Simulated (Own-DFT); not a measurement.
# Computed records: Al3GaN4 (wurtzite random alloy, strained, atoms displaced)

Computed with Own-DFT development build. A calculation, not a measurement: plane-wave PBE density functional theory by an unreviewed code, no spin, of a simulated periodic cell, stress positive in tension, free energy of the whole cell less one offset for each atom, forces on such cells passed a denser k mesh, this cell's mesh not checked; offsets are fitted by least squares, one for each functional and potential file, so energies compare only between cells with the same atoms and settings and are not formation energies; the far tail of each file's local potential was reset to the Coulomb form; each entry is a single point on an unrelaxed cell, so the pressure reflects the starting lattice, mostly measured values, from which strain is counted, and rises with the displacements; printed positions are rounded, which can move forces by about a meV/angstrom; the program is a retired in-house code; no spin-orbit coupling.

Settings shared by all entries: functional PBE; potential files PseudoDojo norm-conserving, scalar-relativistic, standard set with the stringent files for Ga; wave cutoff 96 hartree; occupations Gaussian; smearing width 0.01 eV; k mesh 4 x 4 x 3 centred on Gamma.

(1) Al3GaN4 (wurtzite random alloy, strained, atoms displaced)

```xyz
72
Lattice="9.4642 0.0000 0.0000 -4.7321 8.1962 0.0000 0.0000 0.0000 10.0655" Properties=species:S:1:pos:R:3 Al3GaN4
Al    -0.0707     1.7903     9.9287
Al     1.5507     0.9084     2.5119
N      0.1348     1.8999     1.8998
N      1.5023     0.8416     4.3664
Ga     0.0009     1.8298     4.9503
Al     1.5255     0.8898     7.5415
N      0.0081     1.7574     7.0227
N      1.5765     0.8288     9.4901
Al    -1.6021     4.5675     0.0178
Al    -0.0966     3.6171     2.4857
N     -1.6165     4.4031     1.8278
N     -0.0399     3.5436     4.4765
Al    -1.4838     4.5212     4.9981
Al     0.0156     3.7470     7.6205
N     -1.5780     4.4739     6.9767
N     -0.0116     3.6609     9.4772
Al    -3.2550     7.2702     0.0279
Al    -1.5978     6.4713     2.5752
N     -3.2002     7.2718     1.9165
N     -1.5876     6.4381     4.3652
Ga    -3.1443     7.2190     5.0300
Ga    -1.6090     6.4245     7.5692
N     -3.1435     7.2559     6.9279
N     -1.5499     6.4458     9.5779
Al     3.1263     1.7941     9.9839
Ga     4.7004     1.0211     2.5358
N      3.1084     1.8237     1.9195
N      4.7332     0.9462     4.4780
Al     3.0835     1.7963     5.0828
Al     4.8068     0.9039     7.4871
N      3.2200     1.8033     6.9181
N      4.8400     0.9628     9.4592
Al     1.5926     4.5466     9.9884
Al     3.0517     3.7228     2.5017
N      1.5647     4.4752     1.8952
N      3.0832     3.5416     4.4317
Al     1.6076     4.5747     5.0572
Al     3.1758     3.6693     7.5582
N      1.6111     4.5265     7.0286
N      3.1929     3.6524     9.3828
Al     0.0314     7.3261    10.0523
Al     1.5777     6.4352     2.5214
N      0.0068     7.2847     1.8951
N      1.5260     6.3980     4.3830
Al    -0.0358     7.2595     5.0540
Ga     1.5638     6.3378     7.4628
N      0.0603     7.3126     6.9520
N      1.5627     6.4242     9.4992
Al     6.3422     1.8189     0.0767
Al     7.8958     0.9009     2.6229
N      6.3084     1.8299     1.8915
N      7.9282     0.9533     4.5195
Al     6.3307     1.8850     5.0747
Ga     7.8872     0.8928     7.4935
N      6.3106     1.8405     6.8669
N      7.9177     0.8746     9.4868
Ga     4.8185     4.5178     0.0078
Al     6.3033     3.5578     2.6230
N      4.6584     4.5730     1.9120
N      6.3143     3.6840     4.4691
Al     4.7812     4.5817     5.0168
Ga     6.3626     3.7245     7.5987
N      4.7174     4.6488     6.8184
N      6.3156     3.6097     9.4520
Ga     3.2356     7.3546    10.0645
Al     4.7205     6.3287     2.4971
N      3.1817     7.3685     1.9354
N      4.8025     6.3005     4.4691
Al     3.1703     7.2833     5.0562
Al     4.8130     6.3321     7.5681
N      3.1453     7.3244     6.9713
N      4.6896     6.3303     9.4666
```

It finds free energy of cell above offsets -22.842 eV; pressure 3.38 GPa; stress xx -2.42 GPa; stress yy -2.23 GPa; stress zz -5.49 GPa; stress yz 0.44 GPa; stress xz -0.11 GPa; stress xy 0.73 GPa.

Force:
```tsv
element	x (eV/Å)	y (eV/Å)	z (eV/Å)
Al	2.212	1.12	1.893
Al	0.597	-0.014	-0.773
N	-2.628	-1.557	-0.513
N	1.721	0.404	0.877
Ga	1.169	-1.534	2.384
Al	1.489	-0.065	0.321
N	0.847	2.153	-0.519
N	-0.585	0.912	-1.062
Al	0.614	0.293	-0.567
Al	1.878	0.305	-0.103
N	-0.827	1.667	2.262
N	1.058	3.976	-1.425
Al	-1.69	0.69	0.726
Al	-0.186	-2.101	-0.596
N	2.124	2.155	-1.596
N	-0.139	-0.108	-0.217
Al	1.575	-0.183	0.232
Al	0.319	-0.863	-2.885
N	0.084	-0.138	0.277
N	1.605	-2.044	1.668
Ga	-0.439	1.202	-0.14
Ga	1.334	-0.711	0.966
N	-0.82	0.919	0.928
N	-1.196	-0.969	-0.821
Al	0.882	0.2	0.966
Ga	-0.267	-1.418	0.043
N	-0.334	0.833	-1.032
N	0.022	-0.355	0.671
Al	0.524	-0.455	-1.329
Al	-0.316	0.856	0.938
N	-1.245	0.019	1.339
N	-1.375	-0.486	-0.544
Al	0.104	0.594	1.152
Al	1.325	-2.159	0.441
N	-1.535	2.325	-0.324
N	0.638	1.94	0.109
Al	-0.328	-0.893	-0.548
Al	1.034	-0.721	-1.2
N	-0.616	-0.659	-1.788
N	-0.824	-0.663	0.96
Al	0.068	0.369	0.521
Al	-0.226	-0.906	-1.417
N	-0.282	-0.012	0.509
N	0.878	-0.5	1.462
Al	0.558	1.475	-0.717
Ga	1.055	1.05	2.186
N	-1.565	-0.122	-0.99
N	0.319	-1.076	-0.356
Al	0.129	-0.227	-1.542
Al	0.643	1.017	-1.283
N	1.182	0.093	1.574
N	-2.432	-1.613	-1.264
Al	-0.575	-0.696	-1.08
Ga	-0.721	0.919	0.78
N	-0.127	0.278	1.621
N	-1.319	2.152	-0.59
Ga	-1.714	-0.072	0.391
Al	-0.318	1.386	-1.737
N	0.819	-0.944	1.318
N	0.816	-0.396	-0.178
Al	-1.243	-1.534	-0.618
Ga	-2.16	-1.766	-1.275
N	-0.17	-1.105	2.366
N	1.467	-0.155	1.033
Ga	-1.884	-1.87	0.444
Al	0.068	0.906	0.609
N	-0.099	-1.104	1.314
N	-2.524	0.943	-1.595
Al	0.2	-0.054	-0.149
Al	-1.667	0.886	-0.429
N	1.25	-2.145	-1.17
N	1.769	0.36	-0.909
```

(2) Al3GaN4 (wurtzite random alloy, strained, atoms displaced)

```xyz
72
Lattice="9.4642 0.0000 0.0000 -4.7321 8.1962 0.0000 0.0000 0.0000 10.0655" Properties=species:S:1:pos:R:3 Al3GaN4
Al     0.0473     1.8501    10.0510
Ga     1.5865     0.9408     2.5558
N     -0.0747     1.8266     1.8634
N      1.5982     0.8960     4.3228
Al    -0.0165     1.7825     4.8737
Al     1.5409     1.0339     7.5981
N      0.0198     1.8851     6.9482
N      1.5590     0.9109     9.5036
Ga    -1.6111     4.5810    10.0469
Al    -0.0526     3.5524     2.4707
N     -1.6334     4.6034     1.9456
N     -0.0289     3.6769     4.4372
Al    -1.6754     4.6091     5.0522
Al    -0.0731     3.6137     7.5586
N     -1.5296     4.5886     6.9591
N     -0.0943     3.5831     9.4103
Al    -3.1117     7.1769    10.0215
Al    -1.6102     6.4069     2.5357
N     -3.0392     7.3138     1.9708
N     -1.5796     6.3581     4.4205
Ga    -3.1302     7.2897     5.0387
Al    -1.6669     6.3789     7.5820
N     -3.1491     7.1796     7.0299
N     -1.6107     6.3088     9.4848
Ga     3.1501     1.8129     0.0352
Al     4.7360     0.9380     2.5470
N      3.1512     1.8286     1.9189
N      4.7406     0.8486     4.3556
Al     3.1415     1.8449     5.0083
Al     4.7910     0.9186     7.6054
N      3.1782     1.8033     6.9930
N      4.7309     0.8501     9.4372
Al     1.4959     4.5302     0.0546
Al     3.1052     3.5989     2.5709
N      1.5542     4.5347     1.9256
N      3.0937     3.5908     4.4780
Ga     1.5502     4.5261     4.9769
Ga     3.2114     3.6452     7.5095
N      1.5314     4.6113     6.9238
N      3.1460     3.6362     9.4238
Al     0.0142     7.1963     0.0173
Al     1.5584     6.3983     2.5421
N      0.0017     7.2649     1.9569
N      1.5363     6.3986     4.4486
Al     0.0863     7.2843     5.0020
Al     1.5474     6.3892     7.4909
N      0.0085     7.2425     6.9241
N      1.6609     6.3677     9.3647
Ga     6.2791     1.8664     9.9841
Al     7.9313     0.9945     2.5105
N      6.2496     1.9197     1.9399
N      7.8066     0.9072     4.4269
Ga     6.3954     1.7717     4.9660
Al     7.8965     0.9304     7.4703
N      6.3790     1.8311     6.9577
N      7.8823     0.9933     9.3667
Al     4.7701     4.5410    10.0138
Al     6.3445     3.6879     2.5324
N      4.6965     4.5854     1.8706
N      6.3641     3.6782     4.4062
Al     4.7646     4.5886     5.0734
Ga     6.3129     3.6313     7.5113
N      4.7144     4.3913     7.0270
N      6.3141     3.6761     9.4416
Al     3.1979     7.3013    10.0482
Al     4.7192     6.3070     2.4429
N      3.0849     7.3275     1.8165
N      4.8114     6.3133     4.3275
Al     3.1293     7.4079     5.0874
Al     4.6761     6.3129     7.4508
N      3.0871     7.2563     6.8965
N      4.6975     6.3569     9.5100
```

It finds free energy of cell above offsets -22.384 eV; pressure 3.46 GPa; stress xx -2.51 GPa; stress yy -2.49 GPa; stress zz -5.4 GPa; stress yz 0.33 GPa; stress xz 0.44 GPa; stress xy 1.11 GPa.

Force:
```tsv
element	x (eV/Å)	y (eV/Å)	z (eV/Å)
Al	-1.479	-0.967	-0.654
Ga	-0.04	-0.774	-3.395
N	1.037	0.138	0.325
N	-0.693	1.033	4.181
Al	0.628	1.518	1.986
Al	0.838	-1.382	-0.057
N	-0.453	-1.629	-1.583
N	-0.31	-1.004	-0.539
Ga	0.285	-1.677	1.101
Al	-0.054	2.733	0.873
N	1.167	-0.536	-0.02
N	-1.571	-1.765	-1.29
Al	2.289	-0.134	0.086
Al	1.41	1.406	-0.872
N	-1.06	0.163	-0.484
N	1.756	0.818	1.126
Al	-1.409	1.942	1.221
Al	1.478	-0.688	0.419
N	-2.671	-0.593	-1.959
N	1.038	0.398	0.286
Ga	0.231	-0.366	0.038
Al	2.89	-0.649	-0.341
N	-2.127	2.077	-0.683
N	1.224	2.167	-1.032
Ga	0.356	0.235	-0.985
Al	0.099	-0.469	-1.642
N	0.7	0.454	1.191
N	-0.606	0.993	1.632
Al	0.674	-1.447	1.032
Al	-0.682	-0.844	-1.576
N	-0.158	-1.174	-1.365
N	-0.195	-0.576	0.731
Al	1.352	0.327	-1.836
Al	0.825	0.975	-1.022
N	-0.433	-0.206	0.468
N	2.177	0.608	-0.952
Ga	-0.421	0.899	1.346
Ga	-4.288	-1.026	1.124
N	0.009	-1.076	0.554
N	-0.193	0.62	1.496
Al	0.635	0.765	-0.255
Al	0.256	-0.202	-0.45
N	-0.191	0.402	-0.764
N	2.255	0.297	-0.966
Al	-2.542	-0.105	0.821
Al	-0.345	-0.863	0.479
N	-0.898	1.284	0.261
N	-1.361	-0.315	1.593
Ga	0.466	-0.799	1.225
Al	-2.688	-1.787	-1.179
N	1.01	-0.953	0.267
N	4.429	-1.084	-1.721
Ga	-4.063	2.566	1.459
Al	0.722	-0.25	1.199
N	-1.054	-1.169	-0.649
N	1.111	-1.37	0.619
Al	-1.591	-0.051	0.627
Al	-1.427	0.22	-0.591
N	0.123	-1.568	0.418
N	-1.563	-0.259	0.616
Al	-0.482	-1.273	-0.813
Ga	1.671	0.002	0.583
N	1.857	4.394	-3.102
N	-1.004	0.191	-0.085
Al	-1.061	0.635	-0.961
Al	0.202	1.847	-0.229
N	0.972	0.168	2.098
N	-1.964	0.843	1.562
Al	0.041	-3.135	-1.839
Al	0.163	0.23	1.704
N	1.605	0.818	0.531
N	1.094	-0.002	-1.387
```

(3) Al3GaN4 (wurtzite random alloy, strained, atoms displaced)

```xyz
72
Lattice="9.4642 0.0000 0.0000 -4.7321 8.1962 0.0000 0.0000 0.0000 10.0655" Properties=species:S:1:pos:R:3 Al3GaN4
Al     0.0143     1.8846     9.9874
Al     1.6477     0.8073     2.5275
N      0.0420     1.9303     1.9370
N      1.5964     0.9644     4.4661
Al    -0.0449     1.8312     4.9697
Al     1.5722     0.9622     7.5482
N     -0.0023     1.7815     6.8889
N      1.6131     0.9814     9.4850
Ga    -1.5876     4.4933    10.0030
Al     0.0309     3.5849     2.5548
N     -1.5466     4.5143     1.9782
N      0.0238     3.6018     4.3643
Ga    -1.5507     4.5807     5.0775
Al     0.0601     3.6469     7.4754
N     -1.6570     4.5406     6.9479
N      0.1134     3.6537     9.4276
Ga    -3.2011     7.2781    10.0584
Al    -1.4898     6.4124     2.4510
N     -3.1853     7.3075     1.9054
N     -1.6193     6.3491     4.4569
Ga    -3.2019     7.2589     4.9847
Ga    -1.6308     6.3703     7.5309
N     -3.2202     7.3026     6.9451
N     -1.6648     6.4018     9.3844
Al     3.0745     1.9179     0.0526
Al     4.6867     0.8130     2.5192
N      3.1172     1.8230     1.9422
N      4.6701     0.9006     4.4634
Al     3.1443     1.8513     5.0693
Al     4.7940     0.9933     7.5095
N      3.0931     1.7879     6.8945
N      4.7393     0.8771     9.5242
Al     1.6185     4.4939     0.0291
Ga     3.0745     3.6592     2.4117
N      1.5587     4.5916     1.9105
N      3.1543     3.6202     4.4765
Al     1.6446     4.5779     4.9935
Al     3.1408     3.6251     7.5443
N      1.4871     4.4502     6.9789
N      3.1300     3.7315     9.4320
Al    -0.0548     7.2903     0.0907
Ga     1.6387     6.4242     2.5535
N      0.0332     7.3716     2.0420
N      1.6045     6.3825     4.4296
Al     0.0129     7.1930     5.0342
Al     1.6111     6.3752     7.5321
N     -0.0643     7.2263     6.9193
N      1.6421     6.3171     9.4381
Al     6.2520     1.7988     9.9079
Al     7.8846     0.9588     2.5821
N      6.2860     1.8100     1.8292
N      7.9114     0.8730     4.4303
Al     6.2804     1.7641     5.1256
Al     7.9142     0.9157     7.5498
N      6.2768     1.8455     6.9170
N      7.9261     0.9801     9.5088
Ga     4.7483     4.6289    10.0480
Al     6.2385     3.7128     2.5212
N      4.7363     4.5160     1.9750
N      6.3429     3.6689     4.4575
Al     4.7081     4.5460     4.9993
Al     6.3599     3.5530     7.5560
N      4.6748     4.5565     6.9798
N      6.3381     3.6381     9.3567
Al     3.1081     7.2724     0.0655
Al     4.6452     6.4041     2.5915
N      3.1431     7.2652     1.8982
N      4.7171     6.3430     4.4520
Al     3.1413     7.2891     5.1116
Ga     4.6643     6.3419     7.4982
N      3.1094     7.2814     6.9461
N      4.7234     6.4390     9.4505
```

Results for Al3GaN4 (wurtzite random alloy, strained, atoms displaced): free energy of cell above offsets -22.886 eV; pressure 3.16 GPa; stress xx -2.52 GPa; stress yy -1.89 GPa; stress zz -5.09 GPa; stress yz -0.41 GPa; stress xz 0.29 GPa; stress xy -1.84 GPa.

Force:
```tsv
element	x (eV/Å)	y (eV/Å)	z (eV/Å)
Al	0.228	-0.415	1.706
Al	-1.478	2.649	0.569
N	-0.1	-3.333	-0.818
N	-0.598	-0.47	-1.067
Al	1.312	-0.182	0.358
Al	-0.221	-1.314	-0.098
N	-0.602	0.74	0.491
N	-0.743	0.096	-0.82
Ga	1.132	0.737	1.098
Al	-0.562	1.879	-0.829
N	-0.344	1.15	-0.792
N	0.725	0.86	1.805
Ga	-0.095	-0.937	-1.155
Al	-3.165	-1.316	1.209
N	1.482	-1.179	1.127
N	-1.014	-0.195	-0.653
Ga	0.384	1.176	-0.22
Al	-1.931	-1.731	1.454
N	0.377	-1.529	1.155
N	1.601	1.037	-1.693
Ga	0.894	1.205	1.074
Ga	-0.376	0.226	-0.776
N	-0.023	0.789	0.15
N	1.94	-0.298	2.726
Al	1.438	-0.833	-0.564
Al	0.997	5.315	1.04
N	0.55	-1.202	-0.639
N	1.065	-0.541	0.068
Al	-0.15	-0.695	-1.089
Al	-2.793	-2.44	0.69
N	1.598	0.897	1.767
N	-1.298	0.439	-1.498
Al	-0.952	1.892	-0.536
Ga	1.231	-0.649	2.045
N	-1.104	0.066	-0.38
N	0.133	0.723	-0.448
Al	-1.205	-1.21	0.662
Al	-0.447	-0.05	-0.496
N	3.531	2.818	-1.918
N	0.753	-1.778	0.428
Al	0.726	-0.507	-1.686
Ga	-0.872	-0.908	-0.433
N	-0.737	-3.277	-2.557
N	0.129	-0.176	1.556
Al	-1.204	1.319	0.071
Al	-1.881	-0.933	0.596
N	2.387	1.305	0.133
N	-1.245	0.813	0.892
Al	1.344	0.586	2.786
Al	-0.229	0.653	-2.185
N	-0.159	0.124	0.959
N	-1.055	-0.043	0.936
Al	-0.068	0.954	-3.343
Al	0.212	-0.151	0.409
N	1.351	-0.97	1.406
N	-0.741	-1.141	-1.38
Ga	0.195	-0.643	0.113
Al	2.197	-2.196	0.538
N	-0.782	2.124	-0.779
N	-1.489	-1.296	-0.166
Al	0.724	-0.686	0.779
Al	-1.18	2.444	-1.403
N	0.54	-1.879	-1.023
N	-1.173	-0.984	1.04
Al	0.602	0.688	-1.562
Al	1.35	-0.707	-1.039
N	1.298	1.475	0.673
N	-1.796	0.053	-0.249
Al	0.457	-0.023	-1.367
Ga	1.21	0.616	0.825
N	-0.679	1.054	0.011
N	-1.601	-0.083	0.316
```
